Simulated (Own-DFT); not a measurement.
# One host, several defects: 2H SiC

No measurement is shown. These are fixed-geometry runs of a retired plane-wave code named Own-DFT, which no person has reviewed; spin and spin-orbit coupling are neglected.

Common settings: PBE; PseudoDojo norm-conserving scalar-relativistic files; cutoff 42 hartree; 4 x 4 x 3 k mesh centred on Gamma; Fermi-Dirac smearing of 0.1 eV.

Caveats (not all hold for every row): not probed for a lower state with spin; forces on such cells passed a denser k mesh, each cell not checked; stress not checked against mesh or cutoff.

All runs share one cell, with vectors in Å (9.248, 0.000, 0.000); (-4.624, 8.009, 0.000); (0.000, 0.000, 10.068) and a volume of 745.7 Å³. The atoms are randomly displaced, by u rms on each axis. The defect's site can differ from row to row.

```
                                     cell     formula   u (Å)  P (GPa)
                                no defect     C36Si36  0.0292     3.89
                                no defect     C36Si36  0.0300     3.87
                                no defect     C36Si36  0.0598     6.37
                   two N on a C site each   C34N2Si36  0.0288     2.89
                   two N on a C site each   C34N2Si36  0.0312        ?
                   two N on a C site each   C34N2Si36  0.0487     4.09
                   two N on a C site each   C34N2Si36  0.0506     4.23
                 two Al on a Si site each  Al2C36Si34  0.0295     5.81
                 two Al on a Si site each  Al2C36Si34  0.0320     6.18
                 two Al on a Si site each  Al2C36Si34  0.0509     7.56
one C on a Si site and one Si on a C site     C36Si36  0.0296     7.46
one C on a Si site and one Si on a C site     C36Si36  0.0508     9.14
one C on a Si site and one Si on a C site     C36Si36  0.0515     8.33
one Al on a Si site and one N on a C site  AlC35NSi35  0.0290     3.98
one Al on a Si site and one N on a C site  AlC35NSi35  0.0303     4.01
one Al on a Si site and one N on a C site  AlC35NSi35  0.0485     5.29
```

## What the rows give

P = P0 + c u² + a shift for each defect gives P0 = 3.17 GPa, c = 866 ± 67 GPa/Å² and a scatter of 0.23 GPa. The shifts, and each times the cell's volume:

- one C on a Si site and one Si on a C site: 3.37 ± 0.19 GPa, 15.7 eV
- two Al on a Si site each: 2.05 ± 0.19 GPa, 9.6 eV (4.8 eV for each of its 2 sites)
- one Al on a Si site and one N on a C site: 0.07 ± 0.19 GPa, 0.3 eV (not resolved)
- two N on a C site each: -1.10 ± 0.19 GPa, -5.1 eV (-2.6 eV for each of its 2 sites)

Against the defect-free cell, a freed cell would be larger where the shift is positive and smaller where it is negative (160.2 GPa Å³ is 1 eV). The atoms around the defects weren't relaxed, which would change these numbers.

## Prediction

The question: what pressure belongs in the blank (two N on a C site each, u = 0.0312 Å)?

The fit gives 2.91 ± 0.28 GPa. Computed: 2.99 GPa.
